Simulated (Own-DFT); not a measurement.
# Strain and stress in wurtzite GaN, 96 atoms (Ga48N48)

These are calculations, not measurements. The program, named Own-DFT, is a retired in-house plane-wave density functional code that no person has reviewed. Each row is one single-point run on a periodic cell that was not relaxed, without spin or spin-orbit coupling.

Settings of every run: PBE; PseudoDojo norm-conserving scalar-relativistic files (stringent for Ga); cutoff 96 hartree; 3 x 4 x 3 k mesh centred on Gamma; Gaussian smearing of 0.01 eV.

Known limits: forces on such cells passed a denser k mesh, each cell not checked; stress not checked against mesh or cutoff.

Unstrained cell vectors in Å: (12.756, 0.000, 0.000); (-4.784, 8.285, 0.000); (0.000, 0.000, 10.370). The unstrained cell has measured lattice constants (interpolated for alloys), not those of this functional. That, the random moves and any unrelaxed bonds set the pressure at no strain. Each run strains this cell uniformly, with the atoms carried along. Every atom was also moved at random, by a Gaussian of width 0.05 Å on each axis. Strain is the symmetric tensor, in per cent. Stress is positive in tension, and the pressure is minus a third of its trace.

| run | e_xx (%) | e_yy (%) | e_zz (%) | e_yz (%) | e_xz (%) | e_xy (%) | s_xx (GPa) | s_yy (GPa) | s_zz (GPa) | s_yz (GPa) | s_xz (GPa) | s_xy (GPa) | P (GPa) | E (meV/atom) |
|---|---|---|---|---|---|---|---|---|---|---|---|---|---|---|
| 1 | -0.55 | 1.72 | -0.20 | 0.92 | -1.99 | 1.66 | -7.08 | -1.69 | -8.60 | 1.96 | -3.98 | 4.47 | 5.79 | 28.2 |
| 2 | -0.70 | -0.66 | 0.07 | -1.63 | -0.82 | -0.87 | -12.24 | -9.23 | -8.89 | -3.75 | -2.28 | -1.89 | 10.12 | 33.3 |
| 3 | -1.20 | -0.85 | -0.46 | -1.44 | 1.76 | -0.85 | -12.30 | -14.70 | -10.69 | -2.15 | 3.63 | -3.24 | 12.56 | 37.7 |
| 4 | 1.02 | -1.76 | -0.67 | 1.89 | 1.11 | -1.32 | -5.37 | -14.25 | -10.48 | 4.04 | 2.52 | -4.43 | 10.03 | 21.6 |
| 5 | -1.84 | 0.85 | 0.97 | -0.30 | 0.56 | -1.60 | -13.46 | -5.43 | -4.06 | -0.90 | 1.34 | -5.27 | 7.65 | 25.5 |
| 6 | -0.60 | 1.16 | -0.08 | 0.69 | -1.04 | -0.20 | -8.56 | -3.20 | -5.99 | 1.07 | -2.05 | 0.03 | 5.92 | 2.9 |
| 7 | -0.54 | 0.73 | 0.58 | -1.40 | -0.03 | -0.79 | -9.58 | -3.82 | -4.43 | -2.99 | -0.18 | -2.93 | 5.94 | 16.7 |
| 8 | -0.39 | -1.29 | -1.90 | 0.65 | 0.07 | -1.50 | -9.62 | -15.56 | -19.44 | 1.50 | -0.05 | -4.43 | 14.88 | 37.8 |
| 9 | 1.54 | -1.05 | -0.28 | -0.01 | -0.33 | -1.25 | -1.36 | -11.24 | -7.78 | -0.63 | -0.58 | -1.89 | 6.79 | 19.4 |
| 10 | 1.00 | 1.18 | -0.57 | 0.84 | -0.25 | 0.85 | -2.20 | -2.82 | -6.53 | 1.54 | -0.70 | 3.23 | 3.85 | 0.0 |
| 11 | -1.47 | -1.06 | -0.08 | 0.08 | 0.92 | -0.81 | -14.43 | -13.21 | -10.13 | 0.41 | 1.53 | -3.86 | 12.59 | 26.5 |
| 12 | -1.13 | 0.43 | -1.50 | 0.99 | 1.13 | -1.15 | -12.29 | -7.23 | -17.37 | 2.02 | 2.03 | -3.77 | 12.29 | 44.6 |
| 13 | -1.00 | 1.60 | -0.30 | -1.04 | -1.19 | -0.22 | -8.65 | -1.04 | -9.25 | -1.69 | -2.39 | -0.64 | 6.31 | 11.2 |
| 14 | 0.69 | -0.18 | -0.63 | -1.82 | 0.13 | -1.72 | -4.16 | -6.43 | -11.42 | -3.46 | 0.27 | -5.11 | 7.33 | 16.3 |
| 15 | 1.03 | 1.41 | 1.62 | -1.59 | -0.25 | -1.37 | -0.38 | -0.22 | 1.30 | -3.24 | -0.41 | -4.66 | -0.23 | 7.5 |
| 16 | 0.26 | 1.26 | 1.24 | 0.51 | -1.11 | -0.56 | ? | ? | ? | ? | ? | ? | ? | ? |

E is the free energy for each atom above the lowest run shown.

## Worked fit

Each stress component was fitted by least squares to a constant and the strains of the runs shown, as fractions, with shears doubled. Shear strains stay in the fit of a normal stress only where such slopes are resolved. The slopes, in GPa:

```
stress  at no strain  per e_xx  per e_yy  per e_zz  scatter
  s_xx          -7.1  422 ± 21  118 ± 21    6 ± 28     0.83
  s_yy          -7.6   91 ± 30  423 ± 30   68 ± 40     1.17
  s_zz          -7.6  112 ± 31   69 ± 31  508 ± 41     1.20
```

Each shear stress against twice its own strain: yz 95 ± 5, xz 104 ± 5, xy 139 ± 16 GPa. These are stiffnesses along x, y and z of the frame in which the cell vectors are given, which need not be the crystal's axes. The atoms are held to the strained lattice; where symmetry lets them move under strain, relaxing them would lower some slopes. The table should be nearly symmetric about its diagonal, and what it lacks of that shows the noise. A ninth of its sum, 202 ± 5 GPa, estimates the bulk modulus near the mean pressure of these runs, 8.1 GPa, so it lies above the value at zero pressure.

## Withheld run

Question: what normal stresses and pressure should run 16 give?

The fit gives s_xx = -4.4, s_yy = -1.1, s_zz = -0.1 and P = 1.9 GPa. The calculation gave -3.85, -1.28, -0.84 and P = 1.99 GPa.
